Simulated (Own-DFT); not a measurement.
Si$_{12}$O$_{23}$ (quartz with two neutral oxygen vacancies, atoms displaced) (calculated)

All values are calculated (Own-DFT development build). A calculation, not a measurement: plane-wave PBE and HSE06 DFT by an unreviewed code, no spin, of a simulated cell at Gamma alone, so results move with cell size and shape, stress positive in tension, energies less offsets, not probed for a lower state with spin; oxygen file: force components 24 meV/angstrom off all-electron in a glass; k mesh not checked against a denser one; forces and stress are PBE's, HSE06 gives the energy alone, and its difference from PBE has offsets of its own; offsets are fitted by least squares, one for each functional and potential file, so energies compare only between cells with the same atoms and settings and are not formation energies; the far tail of each file's local potential was reset to the Coulomb form; each entry is a single point on an unrelaxed cell, so the pressure reflects the starting lattice, mostly measured values (interpolated for alloys), from which strain is counted, and rises with the displacements; printed positions are rounded, which can move forces by about a meV/angstrom; the program, named Own-DFT, is a retired in-house code; no spin-orbit coupling.

Common to all runs: first functional PBE; second functional HSE06; exact exchange share 0.25; screening 0.11 1/bohr; exchange divergence Gygi-Baldereschi; potential files PseudoDojo norm-conserving, scalar-relativistic, made for PBE, standard set; wave cutoff 48 hartree; occupations fixed; k mesh 1 x 1 x 1 centred on Gamma.

```json
{"entry": 1, "formula": "Si12O23", "kind": "quartz with two neutral oxygen vacancies, atoms displaced", "structure": {"cell_angstrom": [[9.8268, 0.0, 0.0], [-4.9134, 8.5103, 0.0], [0.0, 0.0, 10.8104]], "atoms_fractional": [["Si", 0.23288, 0.9992, 0.99013], ["Si", 0.99247, 0.22864, 0.33076], ["Si", 0.2679, 0.25663, 0.17319], ["O", 0.20162, 0.13282, 0.05884], ["O", 0.42056, 0.28881, 0.23398], ["O", 0.37207, 0.07915, 0.37972], ["O", 0.05407, 0.35804, 0.43622], ["O", 0.13786, 0.22124, 0.27613], ["O", 0.29777, 0.42951, 0.1039], ["Si", 0.23059, 0.9928, 0.50167], ["Si", 0.9971, 0.2319, 0.83344], ["Si", 0.26703, 0.26795, 0.66733], ["O", 0.20944, 0.1397, 0.56013], ["O", 0.42795, 0.29351, 0.72353], ["O", 0.37297, 0.08724, 0.89249], ["O", 0.06087, 0.362, 0.94035], ["O", 0.12542, 0.20482, 0.76641], ["O", 0.29782, 0.42451, 0.60569], ["Si", 0.22874, 0.50558, 0.9997], ["Si", 0.00325, 0.74497, 0.33803], ["Si", 0.26618, 0.76769, 0.1689], ["O", 0.19643, 0.62537, 0.06465], ["O", 0.42599, 0.7902, 0.2294], ["O", 0.37475, 0.56942, 0.39569], ["O", 0.0757, 0.8633, 0.44189], ["O", 0.13304, 0.70093, 0.27898], ["O", 0.29779, 0.92281, 0.10732], ["Si", 0.23825, 0.50667, 0.49523], ["Si", 0.00314, 0.7306, 0.83268], ["Si", 0.2541, 0.75756, 0.65747], ["O", 0.20993, 0.63402, 0.55648], ["O", 0.423, 0.79894, 0.72435], ["O", 0.36748, 0.56912, 0.89148], ["O", 0.07619, 0.87112, 0.94889], ["O", 0.12345, 0.69739, 0.76663], ["O", 0.28339, 0.91856, 0.60335], ["Si", 0.73295, 0.98512, 0.99048], ["Si", 0.49764, 0.22507, 0.32558], ["Si", 0.75936, 0.25825, 0.16173], ["O", 0.70613, 0.14057, 0.06349], ["O", 0.9291, 0.30421, 0.22353], ["O", 0.86908, 0.07855, 0.39563], ["O", 0.56875, 0.36591, 0.43891], ["O", 0.62775, 0.20505, 0.26812], ["O", 0.78686, 0.42635, 0.10564], ["Si", 0.72865, 0.99303, 0.50709], ["Si", 0.50955, 0.23762, 0.83146], ["Si", 0.7682, 0.26837, 0.66788], ["O", 0.71269, 0.14757, 0.5583], ["O", 0.92623, 0.29604, 0.72017], ["O", 0.8712, 0.0664, 0.8966], ["O", 0.55994, 0.36649, 0.94374], ["O", 0.63139, 0.20358, 0.7733], ["O", 0.78853, 0.42548, 0.61977], ["Si", 0.7396, 0.49982, 0.00573], ["Si", 0.5114, 0.73823, 0.33355], ["Si", 0.76842, 0.78165, 0.16663], ["O", 0.71606, 0.64072, 0.05795], ["O", 0.91425, 0.79007, 0.21888], ["O", 0.86681, 0.57302, 0.39135], ["O", 0.56746, 0.86694, 0.44191], ["O", 0.62443, 0.70973, 0.27784], ["O", 0.80154, 0.93459, 0.11465], ["Si", 0.73653, 0.49782, 0.49859], ["Si", 0.50593, 0.73987, 0.82694], ["Si", 0.77087, 0.77011, 0.67098], ["O", 0.69937, 0.63208, 0.56941], ["O", 0.86739, 0.57401, 0.90627], ["O", 0.58372, 0.86787, 0.93501], ["O", 0.79631, 0.92864, 0.60668]]}, "results": {"PBE_energy_of_cell_above_offsets [eV]": "-13.700", "HSE06_less_PBE_above_offsets [eV]": "0.339", "PBE_pressure [GPa]": 9.28, "PBE_stress_xx [GPa]": -9.53, "PBE_stress_yy [GPa]": -10.64, "PBE_stress_zz [GPa]": -7.67, "PBE_stress_yz [GPa]": -0.91, "PBE_stress_xz [GPa]": 0.49, "PBE_stress_xy [GPa]": -0.6, "force_element": ["Si", "Si", "Si", "O", "O", "O", "O", "O", "O", "Si", "Si", "Si", "O", "O", "O", "O", "O", "O", "Si", "Si", "Si", "O", "O", "O", "O", "O", "O", "Si", "Si", "Si", "O", "O", "O", "O", "O", "O", "Si", "Si", "Si", "O", "O", "O", "O", "O", "O", "Si", "Si", "Si", "O", "O", "O", "O", "O", "O", "Si", "Si", "Si", "O", "O", "O", "O", "O", "O", "Si", "Si", "Si", "O", "O", "O", "O"], "force_x [eV/angstrom]": [3.625, -0.568, -4.502, 0.879, 1.513, -4.158, 2.214, 0.908, -0.102, 0.358, -0.714, 0.391, 1.177, 1.147, -0.796, 0.488, 0.649, -2.108, 3.69, -0.558, 0.569, -1.807, 0.1, 0.119, -1.49, -1.309, -1.816, 0.631, -5.139, 2.385, -1.252, -0.891, -0.426, -2.964, 1.839, 0.802, 1.798, 0.654, 0.781, 2.038, -0.152, -1.872, 1.05, 3.009, 2.812, -1.139, -3.68, -1.276, 0.744, 3.193, 0.769, 2.139, 2.929, -1.723, -6.395, -11.32, -1.614, -1.519, 6.579, 0.159, 0.099, 11.81, -3.247, -1.831, 1.062, -0.077, 1.255, 3.084, -4.095, 1.093], "force_y [eV/angstrom]": [4.729, 3.373, 2.768, -1.068, 1.558, -8.371, 4.197, -1.363, -1.168, 6.619, 1.071, -0.349, -3.295, -0.097, -3.264, 1.178, -0.466, 2.822, -4.117, -4.702, -2.543, 2.68, 0.25, 1.028, 1.477, 1.021, 2.955, -5.849, 0.733, 1.409, -0.756, -0.018, 1.576, -5.513, -0.544, 0.549, 7.015, 6.681, 5.749, -7.742, -1.097, -4.502, -0.129, -0.522, -2.516, 4.212, 3.192, -1.343, -3.538, -0.354, 0.529, 1.266, -0.74, 3.652, -0.143, -0.164, -8.533, 1.543, 0.52, 0.989, 0.677, -0.796, 5.337, -0.855, -3.093, -1.471, -1.183, 2.024, -3.492, 0.317], "force_z [eV/angstrom]": [4.833, -1.746, -3.96, -0.063, -0.91, 5.767, 2.885, 0.007, 0.249, -2.078, -0.914, 0.525, -2.025, 0.716, 0.668, 0.417, 0.45, -1.754, -0.339, -5.816, 1.055, 1.043, -0.144, -0.676, 1.842, 0.237, -2.569, -0.688, 1.719, 3.863, -1.46, -0.195, -0.482, -3.959, -0.682, 0.948, 6.584, 1.997, 4.636, -7.151, 0.105, 1.891, -0.334, -0.935, 3.896, -2.67, 0.844, 0.517, -1.935, 2.625, -1.482, 0.059, -0.721, -2.551, -1.511, 4.183, 0.331, 1.073, 4.882, 0.214, 0.981, -6.197, -3.686, 1.721, -2.252, 3.63, -1.52, -3.811, -1.18, 1.005]}}
{"entry": 2, "formula": "Si12O23", "kind": "quartz with two neutral oxygen vacancies, atoms displaced", "structure": {"cell_angstrom": [[9.8268, 0.0, 0.0], [-4.9134, 8.5103, 0.0], [0.0, 0.0, 10.8104]], "atoms_fractional": [["Si", 0.22939, 0.99731, 0.00715], ["Si", 0.00389, 0.22848, 0.33519], ["Si", 0.26476, 0.26111, 0.16663], ["O", 0.20422, 0.1356, 0.05946], ["O", 0.42274, 0.29223, 0.22439], ["O", 0.37412, 0.07111, 0.38982], ["O", 0.07199, 0.36822, 0.43941], ["O", 0.13746, 0.21076, 0.26988], ["O", 0.28818, 0.43148, 0.10693], ["Si", 0.24305, 0.00765, 0.50413], ["Si", 0.99289, 0.23011, 0.83133], ["Si", 0.26234, 0.25757, 0.66299], ["O", 0.20942, 0.14218, 0.56163], ["O", 0.42527, 0.29417, 0.7298], ["O", 0.3597, 0.07056, 0.89048], ["O", 0.06709, 0.36488, 0.93947], ["O", 0.13436, 0.21113, 0.77727], ["O", 0.29218, 0.42251, 0.60273], ["Si", 0.2395, 0.49397, 0.99372], ["Si", 0.00209, 0.72667, 0.33027], ["Si", 0.25622, 0.76722, 0.16885], ["O", 0.212, 0.63208, 0.0608], ["O", 0.42099, 0.79061, 0.22802], ["O", 0.37037, 0.57389, 0.39456], ["O", 0.07568, 0.8638, 0.43611], ["O", 0.13644, 0.71646, 0.27021], ["O", 0.29591, 0.92753, 0.1156], ["Si", 0.22895, 0.50352, 0.51275], ["Si", 0.00298, 0.73796, 0.83977], ["Si", 0.26171, 0.759, 0.66142], ["O", 0.2033, 0.6464, 0.55599], ["O", 0.43054, 0.80105, 0.72736], ["O", 0.06621, 0.86066, 0.94414], ["O", 0.13512, 0.69751, 0.77746], ["O", 0.29483, 0.91808, 0.6003], ["Si", 0.72396, 0.99893, 0.99576], ["Si", 0.49737, 0.22638, 0.33335], ["Si", 0.77322, 0.27457, 0.16977], ["O", 0.71125, 0.14528, 0.05424], ["O", 0.93417, 0.30095, 0.21879], ["O", 0.86655, 0.07728, 0.40115], ["O", 0.5797, 0.37322, 0.43603], ["O", 0.64111, 0.21026, 0.277], ["O", 0.78527, 0.42791, 0.10908], ["Si", 0.74035, 0.00669, 0.50342], ["Si", 0.50096, 0.2306, 0.82785], ["Si", 0.75082, 0.25978, 0.67441], ["O", 0.71614, 0.14064, 0.56363], ["O", 0.92903, 0.29675, 0.72392], ["O", 0.87254, 0.07894, 0.8941], ["O", 0.57103, 0.35866, 0.93762], ["O", 0.63897, 0.20529, 0.77053], ["O", 0.79655, 0.42926, 0.60991], ["Si", 0.74685, 0.50675, 0.99347], ["Si", 0.49993, 0.72764, 0.33242], ["Si", 0.76465, 0.76554, 0.16342], ["O", 0.71485, 0.63297, 0.06343], ["O", 0.92898, 0.79973, 0.22917], ["O", 0.86068, 0.57126, 0.39483], ["O", 0.57504, 0.86772, 0.4354], ["O", 0.63785, 0.70661, 0.27398], ["O", 0.79472, 0.93121, 0.10674], ["Si", 0.72542, 0.49756, 0.50053], ["Si", 0.49574, 0.73397, 0.83749], ["Si", 0.77316, 0.77033, 0.66569], ["O", 0.70109, 0.63621, 0.5542], ["O", 0.93339, 0.79065, 0.71372], ["O", 0.86558, 0.57724, 0.88993], ["O", 0.57186, 0.86546, 0.94639], ["O", 0.78438, 0.92018, 0.60988]]}, "results": {"PBE_energy_of_cell_above_offsets [eV]": "-16.388", "HSE06_less_PBE_above_offsets [eV]": "0.275", "PBE_pressure [GPa]": 8.0, "PBE_stress_xx [GPa]": -6.1, "PBE_stress_yy [GPa]": -9.24, "PBE_stress_zz [GPa]": -8.66, "PBE_stress_yz [GPa]": -0.4, "PBE_stress_xz [GPa]": 2.3, "PBE_stress_xy [GPa]": -1.15, "force_element": ["Si", "Si", "Si", "O", "O", "O", "O", "O", "O", "Si", "Si", "Si", "O", "O", "O", "O", "O", "O", "Si", "Si", "Si", "O", "O", "O", "O", "O", "O", "Si", "Si", "Si", "O", "O", "O", "O", "O", "Si", "Si", "Si", "O", "O", "O", "O", "O", "O", "Si", "Si", "Si", "O", "O", "O", "O", "O", "O", "Si", "Si", "Si", "O", "O", "O", "O", "O", "O", "Si", "Si", "Si", "O", "O", "O", "O", "O"], "force_x [eV/angstrom]": [1.599, -2.623, -1.259, -0.097, 2.891, -1.938, 0.317, -0.534, 2.868, -1.092, 0.884, -1.543, 1.18, -0.124, -0.211, 0.425, 1.65, 0.527, -1.958, -5.307, 7.085, -0.9, 0.269, -2.019, 1.026, -0.146, -2.164, 0.98, 1.457, 0.425, 0.637, -0.798, 0.243, -1.073, -0.848, 4.127, 1.199, -0.972, -0.088, 2.85, 2.175, -3.065, -0.443, 0.542, -2.825, -1.058, 9.601, -0.904, -1.349, -2.222, 1.367, -7.474, -1.342, -4.219, -1.037, 0.583, -0.423, 0.492, 1.123, 0.751, 0.06, -0.646, 3.644, 1.236, -2.56, -0.328, 2.645, 1.679, -2.508, -0.436], "force_y [eV/angstrom]": [0.484, 2.892, 3.285, -1.27, -0.277, -2.813, 0.366, -1.38, -2.838, -3.139, 3.724, 5.503, -5.661, 0.01, -0.729, 0.393, -0.329, -0.017, 3.321, 1.347, -2.972, 0.566, -0.08, -2.517, 2.11, -2.589, 3.749, -0.313, -0.926, 3.159, -4.935, -0.318, 2.285, 0.856, 2.826, 4.077, 5.099, -1.612, -0.41, -0.727, 0.662, -4.527, -0.336, 0.944, -3.333, -0.319, 6.066, -0.854, -0.261, -4.316, 1.908, -4.167, -0.184, -3.897, 2.553, 1.499, -0.724, -0.376, 0.374, 1.449, -0.492, 0.187, 2.566, -2.666, -3.557, 0.513, 0.196, 0.138, -2.165, 2.92], "force_z [eV/angstrom]": [-1.347, -1.018, -1.719, -1.035, 1.715, 2.654, 0.484, 1.619, 2.559, -2.709, -0.732, 6.668, -5.455, -1.508, 0.627, -0.061, -1.414, 1.567, -2.113, 2.135, -2.812, -0.114, 0.264, 2.666, 1.518, 2.105, -2.577, -5.088, -5.524, 6.71, -4.04, -0.611, 2.317, 0.075, 0.059, 2.983, -2.076, -1.629, 0.096, 2.502, -2.277, -2.164, 0.27, -0.232, 0.36, 2.605, -8.836, -0.727, -0.354, 1.859, 0.545, 8.505, -0.209, 3.356, -0.777, 1.617, -1.83, -0.232, -0.799, 1.173, -0.25, -0.797, 2.156, -0.667, 1.138, 0.932, 2.433, -2.341, -1.35, -0.846]}}
{"entry": 3, "formula": "Si12O23", "kind": "quartz with two neutral oxygen vacancies, atoms displaced", "structure": {"cell_angstrom": [[9.8268, 0.0, 0.0], [-4.9134, 8.5103, 0.0], [0.0, 0.0, 10.8104]], "atoms_fractional": [["Si", 0.23026, 0.99976, 0.99224], ["Si", 0.9921, 0.22978, 0.33217], ["Si", 0.2589, 0.25191, 0.16451], ["O", 0.20748, 0.14144, 0.05492], ["O", 0.42267, 0.29632, 0.21935], ["O", 0.36974, 0.07697, 0.38816], ["O", 0.06592, 0.3656, 0.4307], ["O", 0.13437, 0.20032, 0.27251], ["O", 0.29807, 0.43313, 0.11402], ["Si", 0.23299, 0.99706, 0.50324], ["Si", 0.99614, 0.23315, 0.83732], ["Si", 0.26547, 0.26046, 0.67753], ["O", 0.21197, 0.13153, 0.55956], ["O", 0.42712, 0.29686, 0.72685], ["O", 0.37029, 0.07734, 0.88537], ["O", 0.07403, 0.36869, 0.94283], ["O", 0.13382, 0.208, 0.77238], ["O", 0.29712, 0.42924, 0.60042], ["Si", 0.23207, 0.50366, 0.00492], ["Si", 0.99511, 0.73177, 0.3291], ["Si", 0.26117, 0.76535, 0.16194], ["O", 0.20214, 0.6398, 0.05973], ["O", 0.43502, 0.79092, 0.22513], ["O", 0.3733, 0.57151, 0.39764], ["O", 0.06582, 0.8666, 0.43931], ["O", 0.12418, 0.70275, 0.26419], ["O", 0.29793, 0.92523, 0.11148], ["Si", 0.23901, 0.4989, 0.49663], ["Si", 0.00071, 0.73811, 0.8352], ["Si", 0.26205, 0.76839, 0.67489], ["O", 0.20779, 0.6321, 0.57004], ["O", 0.36826, 0.57791, 0.89591], ["O", 0.07369, 0.867, 0.9417], ["O", 0.30138, 0.94051, 0.59882], ["Si", 0.73414, 0.00471, 0.99952], ["Si", 0.49904, 0.23516, 0.33316], ["Si", 0.77152, 0.27161, 0.16178], ["O", 0.70397, 0.13748, 0.06246], ["O", 0.92174, 0.29199, 0.22353], ["O", 0.85841, 0.0612, 0.39591], ["O", 0.57099, 0.36913, 0.44548], ["O", 0.63887, 0.20837, 0.27425], ["O", 0.79429, 0.42521, 0.10504], ["Si", 0.7272, 0.99474, 0.49818], ["Si", 0.48955, 0.2294, 0.83666], ["Si", 0.76061, 0.27645, 0.66083], ["O", 0.72197, 0.13722, 0.56031], ["O", 0.92688, 0.28894, 0.7126], ["O", 0.878, 0.07882, 0.89314], ["O", 0.56831, 0.36075, 0.94596], ["O", 0.62421, 0.20929, 0.77152], ["O", 0.8002, 0.43788, 0.603], ["Si", 0.72632, 0.49708, 0.0011], ["Si", 0.4916, 0.73075, 0.33735], ["Si", 0.76028, 0.75994, 0.17416], ["O", 0.71456, 0.64396, 0.0652], ["O", 0.93146, 0.79792, 0.22482], ["O", 0.85915, 0.56262, 0.39945], ["O", 0.57913, 0.87144, 0.4321], ["O", 0.63353, 0.70123, 0.27334], ["O", 0.78709, 0.91797, 0.1027], ["Si", 0.72641, 0.49135, 0.49865], ["Si", 0.4998, 0.73173, 0.82872], ["Si", 0.76209, 0.77118, 0.66947], ["O", 0.70091, 0.63814, 0.55654], ["O", 0.9344, 0.80097, 0.7254], ["O", 0.87078, 0.56891, 0.88718], ["O", 0.56727, 0.86809, 0.93176], ["O", 0.62751, 0.69739, 0.77205], ["O", 0.79456, 0.93396, 0.59879]]}, "results": {"PBE_energy_of_cell_above_offsets [eV]": "-16.654", "HSE06_less_PBE_above_offsets [eV]": "0.362", "PBE_pressure [GPa]": 7.36, "PBE_stress_xx [GPa]": -4.82, "PBE_stress_yy [GPa]": -9.62, "PBE_stress_zz [GPa]": -7.64, "PBE_stress_yz [GPa]": 0.06, "PBE_stress_xz [GPa]": -1.13, "PBE_stress_xy [GPa]": -2.22, "force_element": ["Si", "Si", "Si", "O", "O", "O", "O", "O", "O", "Si", "Si", "Si", "O", "O", "O", "O", "O", "O", "Si", "Si", "Si", "O", "O", "O", "O", "O", "O", "Si", "Si", "Si", "O", "O", "O", "O", "Si", "Si", "Si", "O", "O", "O", "O", "O", "O", "Si", "Si", "Si", "O", "O", "O", "O", "O", "O", "Si", "Si", "Si", "O", "O", "O", "O", "O", "O", "Si", "Si", "Si", "O", "O", "O", "O", "O", "O"], "force_x [eV/angstrom]": [3.008, 1.185, -1.832, 0.968, 3.688, -1.446, 1.301, -2.54, -0.905, -2.539, 0.506, -1.39, -1.748, 2.072, -3.442, -0.675, -2.201, 1.566, 2.114, -0.218, 2.853, 0.335, -3.578, -0.075, 0.835, 0.716, -2.722, -3.68, 2.252, 0.09, 0.28, -0.642, -1.463, 4.738, 0.286, 0.553, -2.346, 0.532, 3.133, 1.977, -2.802, -0.948, -1.298, 0.336, 2.848, 2.66, -2.693, 0.229, -2.539, -0.99, 1.868, 0.481, 1.956, 3.54, 1.246, 1.072, -1.069, 2.077, -2.609, -3.119, -0.675, -0.891, -3.729, 2.341, 0.799, -2.168, -1.72, 1.038, 1.001, 2.212], "force_y [eV/angstrom]": [1.862, -2.222, 5.364, -4.227, -0.182, -2.367, 2.522, -0.596, -0.702, 1.213, 5.059, 1.63, 2.495, 0.692, -7.432, -0.484, -0.937, -2.693, -0.094, -0.893, -0.319, -2.504, -0.069, -0.831, -0.266, -0.487, 4.79, -1.049, -1.126, 0.647, -0.697, -1.515, -0.575, -4.067, -1.725, 1.757, -1.828, -2.137, 0.19, 2.617, -3.979, 0.619, 3.006, 2.761, 7.044, -3.168, 1.364, 0.076, -4.754, -0.445, 0.41, -0.041, 2.353, 0.946, 3.414, -4.23, 0.209, 2.823, -2.026, -0.959, 1.363, 5.644, 0.993, -0.163, -0.435, 0.26, -1.026, 2.188, -0.193, -2.867], "force_z [eV/angstrom]": [3.457, -0.659, 2.001, -4.391, 2.213, 1.495, 1.924, 1.362, -0.734, -6.201, -4.597, -6.877, 2.013, 1.413, 3.956, -0.378, 2.784, 2.559, 0.425, 3.156, 4.102, -2.56, -1.989, -0.549, -0.19, 0.736, -3.711, 1.304, -3.144, 1.723, -1.384, 0.862, 0.353, 5.205, -0.045, -1.765, 2.714, -2.479, 0.971, -3.056, -2.454, 0.048, -1.473, 0.024, -3.01, 1.809, 0.31, 2.577, 2.934, -0.374, -1.266, 1.525, 0.103, -2.005, -0.695, -3.747, -0.757, -3.475, -0.063, 3.305, -0.397, 1.877, -0.963, -3.099, 0.516, -0.484, 1.746, 1.084, 0.285, 4.103]}}
{"entry": 4, "formula": "Si12O23", "kind": "quartz with two neutral oxygen vacancies, atoms displaced", "structure": {"cell_angstrom": [[9.8268, 0.0, 0.0], [-4.9134, 8.5103, 0.0], [0.0, 0.0, 10.8104]], "atoms_fractional": [["Si", 0.23242, 0.00079, 0.00125], ["Si", 0.99753, 0.23688, 0.32443], ["Si", 0.26612, 0.26698, 0.15999], ["O", 0.42437, 0.28861, 0.23689], ["O", 0.36733, 0.07491, 0.39264], ["O", 0.06483, 0.37069, 0.43269], ["O", 0.12678, 0.19718, 0.27085], ["O", 0.29771, 0.4189, 0.11158], ["Si", 0.23405, 0.9939, 0.49544], ["Si", 0.00827, 0.23365, 0.83647], ["Si", 0.2609, 0.26479, 0.65984], ["O", 0.20011, 0.13032, 0.56619], ["O", 0.4212, 0.2881, 0.73314], ["O", 0.36692, 0.07505, 0.89293], ["O", 0.06657, 0.36367, 0.93965], ["O", 0.13481, 0.21311, 0.77184], ["O", 0.30581, 0.43406, 0.60806], ["Si", 0.23597, 0.50499, 0.99964], ["Si", 0.98614, 0.73118, 0.33378], ["Si", 0.26125, 0.75991, 0.1627], ["O", 0.20503, 0.63171, 0.05441], ["O", 0.425, 0.79353, 0.23235], ["O", 0.37008, 0.58323, 0.40096], ["O", 0.07594, 0.86931, 0.44918], ["O", 0.136, 0.709, 0.27555], ["O", 0.28808, 0.92629, 0.10636], ["Si", 0.25025, 0.50543, 0.50143], ["Si", 0.99793, 0.7463, 0.8269], ["Si", 0.25798, 0.75328, 0.67642], ["O", 0.1973, 0.63797, 0.55966], ["O", 0.41881, 0.79592, 0.72854], ["O", 0.3591, 0.56626, 0.90252], ["O", 0.13339, 0.71252, 0.77436], ["O", 0.28976, 0.92001, 0.61455], ["Si", 0.73311, 0.0029, 0.9956], ["Si", 0.49787, 0.23296, 0.3349], ["Si", 0.77655, 0.27159, 0.16908], ["O", 0.69888, 0.13707, 0.06886], ["O", 0.91935, 0.28545, 0.23192], ["O", 0.86776, 0.07771, 0.38717], ["O", 0.55797, 0.36754, 0.44305], ["O", 0.64668, 0.21284, 0.27819], ["O", 0.79454, 0.4217, 0.1103], ["Si", 0.72776, 0.99967, 0.49871], ["Si", 0.50867, 0.23192, 0.83285], ["Si", 0.76169, 0.2641, 0.6622], ["O", 0.71325, 0.13258, 0.5606], ["O", 0.91946, 0.28315, 0.72938], ["O", 0.86583, 0.07076, 0.89577], ["O", 0.57113, 0.36464, 0.93732], ["O", 0.63114, 0.19812, 0.7749], ["O", 0.79779, 0.43526, 0.60764], ["Si", 0.72575, 0.48828, 0.9967], ["Si", 0.50682, 0.73147, 0.34571], ["Si", 0.77123, 0.75855, 0.17264], ["O", 0.7046, 0.63308, 0.06064], ["O", 0.92584, 0.79823, 0.23096], ["O", 0.86137, 0.57769, 0.39218], ["O", 0.57306, 0.86318, 0.43932], ["O", 0.6311, 0.71346, 0.27844], ["O", 0.7895, 0.92416, 0.10268], ["Si", 0.72878, 0.50098, 0.50073], ["Si", 0.50272, 0.72993, 0.82817], ["Si", 0.76539, 0.77726, 0.66565], ["O", 0.70768, 0.63491, 0.56327], ["O", 0.93256, 0.7924, 0.7209], ["O", 0.87532, 0.58146, 0.89735], ["O", 0.57323, 0.86656, 0.93789], ["O", 0.62894, 0.70512, 0.77047], ["O", 0.79142, 0.92259, 0.60708]]}, "results": {"PBE_energy_of_cell_above_offsets [eV]": "-14.247", "HSE06_less_PBE_above_offsets [eV]": "0.211", "PBE_pressure [GPa]": 9.77, "PBE_stress_xx [GPa]": -9.64, "PBE_stress_yy [GPa]": -10.1, "PBE_stress_zz [GPa]": -9.59, "PBE_stress_yz [GPa]": 2.18, "PBE_stress_xz [GPa]": 0.52, "PBE_stress_xy [GPa]": -0.52, "force_element": ["Si", "Si", "Si", "O", "O", "O", "O", "O", "Si", "Si", "Si", "O", "O", "O", "O", "O", "O", "Si", "Si", "Si", "O", "O", "O", "O", "O", "O", "Si", "Si", "Si", "O", "O", "O", "O", "O", "Si", "Si", "Si", "O", "O", "O", "O", "O", "O", "Si", "Si", "Si", "O", "O", "O", "O", "O", "O", "Si", "Si", "Si", "O", "O", "O", "O", "O", "O", "Si", "Si", "Si", "O", "O", "O", "O", "O", "O"], "force_x [eV/angstrom]": [-2.62, 4.482, 3.252, -2.701, 0.048, 2.654, 0.924, -3.905, 2.461, -4.669, 2.742, 0.903, -0.284, 0.385, 1.019, 2.35, 0.082, -1.368, 6.363, 1.055, -1.577, 0.185, 1.663, -3.54, -2.533, 1.144, -8.299, 4.374, -1.857, 2.456, 5.329, 4.747, -2.365, -0.836, -1.092, 3.82, -3.94, 1.565, 0.435, -1.652, 1.322, -2.544, -2.016, 4.268, -4.933, 1.41, -2.129, -0.01, 1.534, -0.954, 2.776, 0.115, 3.144, -4.38, -7.358, 0.815, 2.443, -1.252, -0.46, 5.325, 0.952, -0.205, -5.6, 4.305, -1.05, -5.304, -1.133, -0.75, 3.288, -2.817], "force_y [eV/angstrom]": [0.971, -1.098, -8.986, 1.319, -1.699, 1.987, 0.489, 7.806, 2.633, -0.629, 0.506, -2.673, 0.447, -0.48, 2.047, -0.513, 0.479, -5.601, 3.171, 1.85, 1.197, -0.914, -1.458, -4.766, -0.334, -1.216, -2.067, -0.438, 2.467, -2.915, -0.507, 3.721, -1.778, 1.502, 0.009, 0.511, -2.873, -2.734, 2.85, -2.657, 0.935, 0.046, 3.943, 0.34, -0.845, 1.561, 0.872, 0.268, 1.062, -0.717, -0.027, -1.385, 4.241, 1.469, 1.663, -1.606, 1.54, -2.845, 2.824, -0.991, -1.287, -1.223, 1.042, -6.676, 1.152, 1.672, -0.845, -1.304, -0.651, 6.145], "force_z [eV/angstrom]": [-1.416, 5.165, 2.994, -3.302, 0.645, 1.506, -1.078, -4.254, 5.154, -0.584, 3.717, -3.152, -1.001, 0.471, 2.195, -0.992, 0.22, 3.173, 1.497, 2.412, 1.049, 0.144, -1.671, -3.677, 0.536, 1.026, 1.716, 6.445, -4.856, -1.202, 2.411, -5.663, 3.202, -1.795, 3.788, 0.327, -0.006, -2.972, -3.236, 2.326, 0.829, 1.902, -2.589, -2.151, -0.3, 2.233, -0.005, -0.192, -1.675, -0.115, -1.835, 0.147, 2.355, -5.592, -3.609, -0.172, 0.28, 1.048, 3.486, -2.313, 1.171, -0.219, 3.491, 2.068, 0.388, -4.479, 0.53, -1.3, -1.311, -3.331]}}
```
